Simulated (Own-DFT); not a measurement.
# One host, several defects: grey tin

Everything here is calculated. The program is Own-DFT (plane waves, in-house, since retired, never reviewed by a person); positions were held fixed, and spin and spin-orbit coupling were off.

Method: PBE; PseudoDojo norm-conserving scalar-relativistic files; cutoff 42 hartree; 3 x 3 x 3 k mesh centred on Gamma; cold (Marzari-Vanderbilt) smearing of 0.2 eV.

Limits (not all hold for every row): not probed for a lower state with spin; forces on such cells moved up to 12 meV/angstrom on a denser k mesh; stress not checked against mesh or cutoff.

All runs share one cell, with vectors in Å (12.978, 0.000, 0.000); (0.000, 12.978, 0.000); (0.000, 0.000, 12.978) and a volume of 2185.9 Å³. The atoms are randomly displaced, by u rms on each axis. The defect's site can differ from row to row.

| cell | formula | u (Å) | P (GPa) |
|---|---|---|---|
| no defect | Sn64 | 0.0182 | 3.37 |
| no defect | Sn64 | 0.0196 | 3.37 |
| no defect | Sn64 | 0.0492 | 3.60 |
| two Sn vacancies | Sn62 | 0.0283 | 3.13 |
| two Sn vacancies | Sn62 | 0.0288 | 3.13 |
| two Sn vacancies | Sn62 | 0.0475 | 3.29 |
| one Sn vacancy | Sn63 | 0.0293 | ? |
| one Sn vacancy | Sn63 | 0.0303 | 3.21 |
| one Sn vacancy | Sn63 | 0.0489 | 3.38 |
| one Sn vacancy | Sn63 | 0.0504 | 3.45 |

## What the rows give

P = P0 + c u² + a shift for each defect gives P0 = 3.32 GPa, c = 116 ± 8 GPa/Å² and a scatter of 0.02 GPa. The shifts, and each times the cell's volume:

- one Sn vacancy: -0.21 ± 0.02 GPa, -2.8 eV
- two Sn vacancies: -0.29 ± 0.02 GPa, -4.0 eV (-2.0 eV for each of its 2 sites)

Against the defect-free cell, a freed cell would be larger where the shift is positive and smaller where it is negative (160.2 GPa Å³ is 1 eV). The atoms around the defects weren't relaxed, which would change these numbers.

## The run left out

Q: what pressure belongs in the blank (one Sn vacancy, u = 0.0293 Å)?

Estimate: 3.22 ± 0.02 GPa. DFT gave 3.23 GPa.
